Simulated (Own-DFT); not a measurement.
# Short bonds, stiff crystals?

Everything here is calculated. The program is Own-DFT (plane waves, in-house, since retired, never reviewed by a person); positions were held fixed, and spin and spin-orbit coupling were off.

Caveats (not all hold for every row): forces on such cells moved up to 12 meV/angstrom on a denser k mesh; forces not confirmed at this smearing and k mesh; k mesh not checked against a denser one; forces on such cells passed a denser k mesh, each cell not checked; stress not checked against mesh or cutoff.

All runs are PBE with PseudoDojo norm-conserving files; cutoff and k mesh are each material's own. Every cell starts from measured lattice constants and was given uniform random strains and small random moves of its atoms. Each triple is the change of volume in per cent, the rms move u in Å and the pressure in GPa.

- 4H SiC (C36Si36), 10.36 Å³/atom unstrained: (-3.25, 0.052, 13.50); (-2.56, 0.052, 12.14); (-1.13, 0.055, 8.75); (0.20, 0.054, 5.55); (0.46, 0.052, 4.56); (1.20, 0.050, 2.59); (1.26, 0.051, 2.89)
- wurtzite AlN (Al36N36), 10.45 Å³/atom unstrained: (-2.44, 0.047, 11.69); (-1.30, 0.051, 7.99); (-1.17, 0.048, 8.28); (-0.27, 0.048, 5.61); (1.63, 0.048, 2.26); (1.83, 0.050, 2.22); (2.02, 0.046, 1.28)
- wurtzite GaN (Ga36N36), 11.42 Å³/atom unstrained: (-3.57, 0.048, 15.68); (-1.64, 0.051, 10.93); (-1.49, 0.047, 10.72); (-1.46, 0.047, 10.66); (-0.73, 0.053, 9.24); (-0.06, 0.051, 7.58); (2.42, 0.050, 2.99)
- diamond silicon (Si64), 20.02 Å³/atom unstrained: withheld
- zincblende InP (In32P32), 25.27 Å³/atom unstrained: (-1.22, 0.047, 4.52); (-0.95, 0.049, 4.44); (-0.91, 0.049, 4.25); (-0.75, 0.056, 4.57); (1.14, 0.049, 2.82); (1.47, 0.049, 2.53); (3.55, 0.049, 1.33)
- grey tin (Sn64), 34.15 Å³/atom unstrained: (-3.46, 0.054, 5.66); (-1.73, 0.044, 4.51); (-1.08, 0.045, 4.30); (-0.66, 0.053, 4.12); (0.55, 0.050, 3.61); (0.63, 0.047, 3.37); (1.89, 0.049, 2.65)

## What the rows give

Fit a line to each set against the fractional change of volume; B is minus its slope, and u is nearly the same within a set. To take it to zero pressure, assume that B rises by 4 GPa for each GPa: B0 = B - 4 x (mean pressure). The bond length of an ideal tetrahedral crystal with the unstrained volume v is d = (√3/4)(8 v)^(1/3). Cohen's empirical rule reads B0 = (1971 - 220 L) d^(-3.5) GPa, with L = 0 for group IV crystals and SiC and 1 for III-V compounds.

| material | L | d (Å) | B (GPa) | mean P (GPa) | B0 (GPa) | rule (GPa) |
|---|---|---|---|---|---|---|
| 4H SiC (C36Si36) | 0 | 1.888 | 243 ± 5 | 7.1 | 214 ± 5 | 213 |
| wurtzite AlN (Al36N36) | 1 | 1.893 | 217 ± 12 | 5.6 | 194 ± 12 | 188 |
| wurtzite GaN (Ga36N36) | 1 | 1.950 | 210 ± 7 | 9.7 | 171 ± 7 | 169 |
| diamond silicon (Si64) | 0 | 2.352 | ? | ? | ? | 99 |
| zincblende InP (In32P32) | 1 | 2.541 | 71 ± 4 | 3.5 | 57 ± 4 | 67 |
| grey tin (Sn64) | 0 | 2.810 | 54 ± 3 | 4.0 | 38 ± 3 | 53 |

A line through ln[B0/(1971 - 220 L)] against ln d has a slope of -4.3 ± 0.1 and a scatter of 4 %. Against the rule, B0 stands at 101 % for 4H SiC, 103 % for wurtzite AlN, 101 % for wurtzite GaN, 85 % for zincblende InP, 71 % for grey tin. PBE tends to make silicon and heavier crystals too soft, and the rule itself is only a guide.

## The run left out

Q: what B0 does the fitted trend give for diamond silicon (Si64)?

The line gives 85 GPa. Its own runs give B = 102 ± 3 GPa at a mean pressure of 2.9 GPa, so B0 = 90 GPa.
